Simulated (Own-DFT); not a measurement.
# Which defects push the lattice out? zincblende InP

Calculated, not measured: single-point runs of Own-DFT, a retired in-house plane-wave DFT program that no person has reviewed, on unrelaxed cells, without spin or spin-orbit coupling.

Method: PBE; PseudoDojo norm-conserving scalar-relativistic files; cutoff 36 hartree; 2 x 3 x 3 k mesh centred on Gamma; Fermi-Dirac smearing of 0.1 eV.

Caveats (not all hold for every row): not probed for a lower state with spin; forces on such cells failed a check on a denser k mesh; forces not confirmed at this smearing and k mesh; stress not checked against mesh or cutoff.

All runs share one cell, with vectors in Å (17.606, 0.000, 0.000); (0.000, 11.737, 0.000); (0.000, 0.000, 11.737) and a volume of 2425.5 Å³. Atoms were moved at random from their sites; u is the rms move along one axis. The defect's site can differ from row to row.

```
cell,formula,u (Å),P (GPa)
no defect,In48P48,0.0208,3.21
no defect,In48P48,0.0219,3.21
no defect,In48P48,0.0514,3.63
one In on a P site and one P on an In site,In48P48,0.0289,3.53
one In on a P site and one P on an In site,In48P48,0.0296,3.54
one In on a P site and one P on an In site,In48P48,0.0494,3.83
two P on an In site each,In46P50,0.0303,3.02
two P on an In site each,In46P50,0.0311,3.05
two P on an In site each,In46P50,0.0507,3.36
two P on an In site each,In46P50,0.0546,?
```

## Analysis

P = P0 + c u² + a shift for each defect gives P0 = 3.12 GPa, c = 190 ± 3 GPa/Å² and a scatter of 0.01 GPa. The shifts, and each times the cell's volume:

- one In on a P site and one P on an In site: 0.25 ± 0.01 GPa, 3.7 eV
- two P on an In site each: -0.26 ± 0.01 GPa, -4.0 eV (-2.0 eV for each of its 2 sites)

Positive is outwards. The product with the volume (160.2 GPa Å³ to the eV) is nearly free of the cell's size; divided by the bulk modulus at the cell's pressure it gives the volume that the defect adds. The atoms around the defects weren't relaxed, which would change these numbers.

## Test on the hidden row

Question: what pressure belongs in the blank (two P on an In site each, u = 0.0546 Å)?

The fit gives 3.43 ± 0.01 GPa. The run itself gave 3.48 GPa. That is outside the usual scatter, by luck or through something left out of the fit.
